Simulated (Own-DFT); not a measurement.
# Device materials side by side: how hard are they to compress?

No measurement is shown. These are fixed-geometry runs of a retired plane-wave code named Own-DFT, which no person has reviewed; spin and spin-orbit coupling are neglected.

Caveats (not all hold for every row): forces on such cells moved up to 12 meV/angstrom on a denser k mesh; forces not confirmed at this smearing and k mesh; k mesh not checked against a denser one; forces on such cells passed a denser k mesh, each cell not checked; stress not checked against mesh or cutoff.

All runs are PBE with PseudoDojo norm-conserving files; cutoff and k mesh are each material's own. Every cell starts from measured lattice constants and was given uniform random strains and small random moves of its atoms. Each triple is the change of volume in per cent, the rms move u in Å and the pressure in GPa.

- 3C SiC (C48Si48), 10.36 Å³/atom unstrained: (-3.68, 0.050, 14.49); (-1.30, 0.052, 8.90); (-1.04, 0.050, 8.56); (0.50, 0.051, 4.37); (0.90, 0.047, 3.31); (2.55, 0.049, -0.48); (3.39, 0.052, -1.58)
- wurtzite AlN (Al64N64), 10.45 Å³/atom unstrained: (-1.77, 0.050, 9.60); (-0.98, 0.051, 7.98); (-0.86, 0.053, 8.17); (-0.45, 0.050, 6.76); (-0.35, 0.048, 6.83); (0.89, 0.049, 3.84); (2.25, 0.052, 2.03)
- wurtzite GaN (Ga48N48), 11.42 Å³/atom unstrained: (-2.96, 0.052, 13.63); (-2.71, 0.049, 12.97); (-1.56, 0.051, 10.50); (-0.06, 0.044, 6.89); (1.50, 0.050, 4.45); (1.85, 0.052, 4.15); (3.69, 0.050, 0.58)
- diamond silicon (Si64), 20.02 Å³/atom unstrained: withheld
- zincblende InP (In48P48), 25.27 Å³/atom unstrained: (-3.60, 0.048, 6.72); (-3.25, 0.048, 6.33); (-1.27, 0.051, 4.76); (-0.88, 0.053, 4.44); (0.38, 0.051, 3.59); (1.61, 0.045, 2.51); (3.24, 0.048, 1.30)
- grey tin (Sn64), 34.15 Å³/atom unstrained: (-2.44, 0.053, 5.02); (-2.34, 0.049, 5.08); (-1.38, 0.049, 4.71); (-0.73, 0.048, 4.02); (-0.10, 0.045, 3.70); (1.45, 0.049, 3.05); (1.97, 0.054, 2.81)

## Fit

Fit a line to each set against the fractional change of volume; B is minus its slope, and u is nearly the same within a set. To take it to zero pressure, assume that B rises by 4 GPa for each GPa: B0 = B - 4 x (mean pressure). The bond length of an ideal tetrahedral crystal with the unstrained volume v is d = (√3/4)(8 v)^(1/3). Cohen's empirical rule reads B0 = (1971 - 220 L) d^(-3.5) GPa, with L = 0 for group IV crystals and SiC and 1 for III-V compounds.

```
                material  L  d (Å)   B (GPa)  mean P (GPa)  B0 (GPa)  rule (GPa)
        3C SiC (C48Si48)  0  1.888   234 ± 6           5.4   213 ± 6         213
  wurtzite AlN (Al64N64)  1  1.893  196 ± 10           6.5  170 ± 10         188
  wurtzite GaN (Ga48N48)  1  1.950   196 ± 7           7.6   165 ± 7         169
  diamond silicon (Si64)  0  2.352         ?             ?         ?          99
zincblende InP (In48P48)  1  2.541    78 ± 1           4.2    61 ± 1          67
         grey tin (Sn64)  0  2.810    53 ± 3           4.1    36 ± 3          53
```

A line through ln[B0/(1971 - 220 L)] against ln d has a slope of -4.1 ± 0.3 and a scatter of 10 %. Against the rule, B0 stands at 100 % for 3C SiC, 91 % for wurtzite AlN, 98 % for wurtzite GaN, 92 % for zincblende InP, 69 % for grey tin. PBE tends to make silicon and heavier crystals too soft, and the rule itself is only a guide.

## Prediction

Question: what B0 does the fitted trend give for diamond silicon (Si64)?

The line gives 84 GPa. Its own runs give B = 100 ± 3 GPa at a mean pressure of 1.7 GPa, so B0 = 94 GPa.
